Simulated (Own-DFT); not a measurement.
# Which defects push the lattice out? D0_22 TiAl3

The numbers are computed, not measured, by runs of the plane-wave DFT program Own-DFT (in-house, retired, unreviewed) at fixed positions, with no spin and no spin-orbit coupling.

All runs used: PBE; PseudoDojo norm-conserving scalar-relativistic files; cutoff 42 hartree; 4 x 4 x 4 k mesh centred on Gamma; cold (Marzari-Vanderbilt) smearing of 0.2 eV.

Limits: forces on such cells failed a check on a denser k mesh; stress not checked against mesh or cutoff.

All runs share one cell, with vectors in Å (-2.365, -6.981, 4.326); (-7.667, 3.491, 1.442); (-2.950, -3.488, -7.241) and a volume of 625.4 Å³. The atoms are randomly displaced, by u rms on each axis. The defect's site can differ from row to row.

```
                     cell   formula   u (Å)  P (GPa)
                no defect  Al30Ti10  0.0189     1.95
                no defect  Al30Ti10  0.0202     1.98
                no defect  Al30Ti10  0.0460     2.48
           one Ti vacancy   Al30Ti9  0.0317     1.95
           one Ti vacancy   Al30Ti9  0.0335     1.93
           one Ti vacancy   Al30Ti9  0.0466     2.46
           one Ti vacancy   Al30Ti9  0.0551        ?
 two Al on a Ti site each   Al32Ti8  0.0304     2.95
 two Al on a Ti site each   Al32Ti8  0.0318     2.93
 two Al on a Ti site each   Al32Ti8  0.0529     3.41
         two Al vacancies  Al28Ti10  0.0310     1.30
         two Al vacancies  Al28Ti10  0.0448     1.51
         two Al vacancies  Al28Ti10  0.0511     1.42
two Ti on an Al site each  Al28Ti12  0.0276     3.34
two Ti on an Al site each  Al28Ti12  0.0326     3.37
two Ti on an Al site each  Al28Ti12  0.0556     4.00
```

## What the rows give

P = P0 + c u² + a shift for each defect gives P0 = 1.88 GPa, c = 270 ± 34 GPa/Å² and a scatter of 0.11 GPa. The shifts, and each times the cell's volume:

- two Ti on an Al site each: 1.25 ± 0.09 GPa, 4.9 eV (2.4 eV for each of its 2 sites)
- two Al on a Ti site each: 0.79 ± 0.09 GPa, 3.1 eV (1.5 eV for each of its 2 sites)
- one Ti vacancy: -0.15 ± 0.09 GPa, -0.6 eV (not resolved)
- two Al vacancies: -0.97 ± 0.09 GPa, -3.8 eV (-1.9 eV for each of its 2 sites)

Against the defect-free cell, a freed cell would be larger where the shift is positive and smaller where it is negative (160.2 GPa Å³ is 1 eV). The atoms around the defects weren't relaxed, which would change these numbers.

## Prediction

Q: what pressure belongs in the blank (one Ti vacancy, u = 0.0551 Å)?

From the fit: 2.54 ± 0.13 GPa. Computed: 2.49 GPa.
